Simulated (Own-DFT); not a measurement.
Al3GaN4 (wurtzite random alloy, strained, atoms displaced) (calculated)

Computed with Own-DFT development build. A calculation, not a measurement: plane-wave PBE density functional theory by an unreviewed code, no spin, of a simulated periodic cell, stress positive in tension, free energy of the whole cell less one offset for each atom, forces on such cells passed a denser k mesh, this cell's mesh not checked; offsets are fitted by least squares, one for each functional and potential file, so energies compare only between cells with the same atoms and settings and are not formation energies; the far tail of each file's local potential was reset to the Coulomb form; each entry is a single point on an unrelaxed cell, so the pressure reflects the starting lattice, mostly measured values, from which strain is counted, and rises with the displacements; printed positions are rounded, which can move forces by about a meV/angstrom; the program is a retired in-house code; no spin-orbit coupling.

```cif
# cell vector a (Å): 9.5112 0.0000 0.0000
# cell vector b (Å): -4.7556 8.2369 0.0000
# cell vector c (Å): 0.0000 0.0000 10.0655
data_Al3GaN4
_symmetry_space_group_name_H-M 'P 1'
_symmetry_Int_Tables_number 1
_cell_length_a 9.5112
_cell_length_b 9.5112
_cell_length_c 10.0655
_cell_angle_alpha 90.000
_cell_angle_beta 90.000
_cell_angle_gamma 120.000
_cell_volume 788.56
loop_
_atom_site_label
_atom_site_type_symbol
_atom_site_fract_x
_atom_site_fract_y
_atom_site_fract_z
_atom_site_occupancy
Ga1 Ga 0.11557 0.22636 0.99676 1
Al1 Al 0.21787 0.11060 0.24847 1
N1 N 0.11815 0.22704 0.19158 1
N2 N 0.22551 0.11022 0.44101 1
Al2 Al 0.11775 0.23306 0.49413 1
Ga2 Ga 0.21325 0.10976 0.74874 1
N3 N 0.10953 0.21914 0.70107 1
N4 N 0.22307 0.10400 0.94280 1
Al3 Al 0.10295 0.54977 0.99932 1
Ga3 Ga 0.23345 0.44477 0.23986 1
N5 N 0.10750 0.54393 0.18766 1
N6 N 0.23192 0.45140 0.44381 1
Al4 Al 0.11738 0.56337 0.51278 1
Al5 Al 0.22634 0.44238 0.75204 1
N7 N 0.11583 0.55179 0.68165 1
N8 N 0.22358 0.44412 0.94225 1
Al6 Al 0.10651 0.88611 0.00634 1
Al7 Al 0.22300 0.77318 0.25051 1
N9 N 0.10819 0.89233 0.19773 1
N10 N 0.22925 0.79048 0.43672 1
Al8 Al 0.10452 0.88055 0.49166 1
Al9 Al 0.21687 0.77434 0.74830 1
N11 N 0.11175 0.88934 0.69015 1
N12 N 0.22256 0.77774 0.95501 1
Al10 Al 0.42957 0.22461 0.00105 1
Ga4 Ga 0.54686 0.11283 0.24480 1
N13 N 0.44292 0.21523 0.19277 1
N14 N 0.54914 0.11407 0.44256 1
Al11 Al 0.43758 0.21249 0.50905 1
Al12 Al 0.55185 0.10790 0.75323 1
N15 N 0.44949 0.23106 0.69326 1
N16 N 0.54833 0.10570 0.93792 1
Al13 Al 0.43740 0.55608 0.00196 1
Ga5 Ga 0.56144 0.44222 0.25182 1
N17 N 0.44301 0.55092 0.19604 1
N18 N 0.55659 0.44104 0.44354 1
Al14 Al 0.42873 0.55117 0.50641 1
Al15 Al 0.55559 0.44377 0.74984 1
N19 N 0.44912 0.55359 0.68618 1
N20 N 0.55011 0.44509 0.94206 1
Ga6 Ga 0.44444 0.88527 0.99809 1
Al16 Al 0.56110 0.77562 0.24944 1
N21 N 0.44732 0.89256 0.19207 1
N22 N 0.55636 0.77566 0.44320 1
Ga7 Ga 0.45318 0.88769 0.49912 1
Al17 Al 0.55327 0.77766 0.75393 1
N23 N 0.44087 0.88360 0.69472 1
N24 N 0.56106 0.78424 0.93888 1
Al18 Al 0.78961 0.23018 0.99665 1
Al19 Al 0.89430 0.11340 0.25176 1
N25 N 0.78363 0.22924 0.18409 1
N26 N 0.88877 0.10787 0.44035 1
Al20 Al 0.77134 0.21568 0.49585 1
Al21 Al 0.89924 0.11224 0.75582 1
N27 N 0.77759 0.21483 0.68390 1
N28 N 0.89360 0.11084 0.92923 1
Ga8 Ga 0.77798 0.55367 0.99992 1
Ga9 Ga 0.89034 0.44240 0.24786 1
N29 N 0.78902 0.56519 0.18822 1
N30 N 0.89708 0.45063 0.43657 1
Al22 Al 0.78391 0.55459 0.50404 1
Al23 Al 0.89685 0.45153 0.75665 1
N31 N 0.78257 0.55512 0.68654 1
N32 N 0.88616 0.43600 0.94599 1
Al24 Al 0.77652 0.89149 0.00176 1
Al25 Al 0.88683 0.77211 0.24302 1
N33 N 0.77458 0.88155 0.19089 1
N34 N 0.87523 0.77298 0.44668 1
Al26 Al 0.77281 0.87761 0.50451 1
Al27 Al 0.88658 0.78271 0.75980 1
N35 N 0.77696 0.88164 0.69271 1
N36 N 0.88968 0.78248 0.94162 1
_calc_functional 'PBE'
_calc_potential_files 'PseudoDojo norm-conserving, scalar-relativistic, standard set'
_calc_wave_cutoff 42  # hartree
_calc_occupations 'Fermi-Dirac'
_calc_smearing_width 0.1  # eV
_calc_k_mesh '4 x 4 x 3 centred on Gamma'
_calc_free_energy_of_cell_above_offsets '-17.409'  # eV
_calc_pressure 1.53  # GPa
_calc_stress_xx -0.27  # GPa
_calc_stress_yy 0.71  # GPa
_calc_stress_zz -5.04  # GPa
_calc_stress_yz -0.22  # GPa
_calc_stress_xz -0.52  # GPa
_calc_stress_xy 0.08  # GPa
```

Force:
| element | x (eV/Å) | y (eV/Å) | z (eV/Å) |
| --- | --- | --- | --- |
| Ga | 0.034 | -1.377 | 0.338 |
| Al | 1.044 | 0.108 | 1.067 |
| N | -0.583 | -1.932 | -0.065 |
| N | -1.351 | -0.029 | 0.012 |
| Al | -0.055 | -1.615 | 0.713 |
| Ga | 2.449 | -0.447 | 0.241 |
| N | -0.789 | 2.062 | -2.117 |
| N | -1.132 | -0.269 | 0.411 |
| Al | 1.068 | 0.923 | 0.778 |
| Ga | -2.497 | -0.05 | 2.225 |
| N | 0.587 | 2.096 | -0.492 |
| N | -2.682 | -1.006 | -0.342 |
| Al | -0.295 | -0.332 | -5.401 |
| Al | 0.189 | 0.114 | -0.506 |
| N | -0.337 | 0.265 | 4.979 |
| N | -0.706 | 1.428 | -0.808 |
| Al | 0.62 | 0.263 | -0.079 |
| Al | -0.069 | 0.174 | -0.574 |
| N | 0.504 | -0.818 | -0.659 |
| N | -0.259 | -2.15 | 0.533 |
| Al | -0.685 | 1.194 | 0.772 |
| Al | 0.43 | 0.79 | 0.625 |
| N | -0.292 | -1.438 | -0.272 |
| N | -1.754 | -1.649 | -2.068 |
| Al | 2.959 | -0.294 | 0.007 |
| Ga | 2.749 | -0.742 | 1.141 |
| N | -3.118 | 1.517 | -1.863 |
| N | 1.331 | 0.046 | 0.018 |
| Al | 0 | 1.549 | -1.073 |
| Al | 0.43 | 0.446 | -0.675 |
| N | 0.158 | -1.36 | 0.305 |
| N | 0.389 | 1.966 | 0.615 |
| Al | 1.484 | 0.772 | 0.028 |
| Ga | -0.078 | -0.081 | 0.785 |
| N | 1.905 | 2.248 | -2.102 |
| N | -0.315 | 0.043 | 0.943 |
| Al | 4.051 | 1.238 | -1.071 |
| Al | 0.622 | 0.58 | -0.248 |
| N | -1.083 | 0.266 | 2.041 |
| N | -0.481 | -0.068 | -0.198 |
| Ga | -0.166 | 1.147 | 0.719 |
| Al | -1.24 | 0.2 | 0.72 |
| N | 0.446 | -2.025 | 0.451 |
| N | 0.766 | -0.958 | -0.766 |
| Ga | -1.264 | 0.844 | 0.246 |
| Al | 0.672 | -0.022 | -1.034 |
| N | -0.257 | 0.04 | 0.489 |
| N | 0.611 | -1.779 | 0.449 |
| Al | -1.332 | -3.197 | 0.196 |
| Al | -0.725 | -0.278 | -0.145 |
| N | 0.581 | -2.037 | 0.025 |
| N | 0.121 | 0.168 | -0.015 |
| Al | 0.393 | 0.909 | 0.228 |
| Al | -2.22 | -0.934 | -3.315 |
| N | -0.008 | 0.722 | 1.492 |
| N | -0.889 | -0.16 | 3.554 |
| Ga | -0.836 | 0.137 | -0.28 |
| Ga | 0.011 | 0.47 | 0.692 |
| N | -0.518 | -1.299 | 0.048 |
| N | 0.1 | -0.474 | 1.777 |
| Al | -1.048 | -0.509 | -1.093 |
| Al | -0.673 | -1.624 | -1.827 |
| N | 0.073 | 0.273 | 2.445 |
| N | 0.528 | 1.947 | -1.844 |
| Al | 0.285 | 0.106 | -0.277 |
| Al | -0.381 | 1.462 | 1.974 |
| N | 0.355 | 1.265 | -0.449 |
| N | 2.299 | -0.285 | -1.643 |
| Al | -0.506 | 1.324 | 0.088 |
| Al | 1.007 | -0.859 | -2.121 |
| N | -0.748 | 0.898 | 0.485 |
| N | 0.122 | 0.101 | 0.77 |
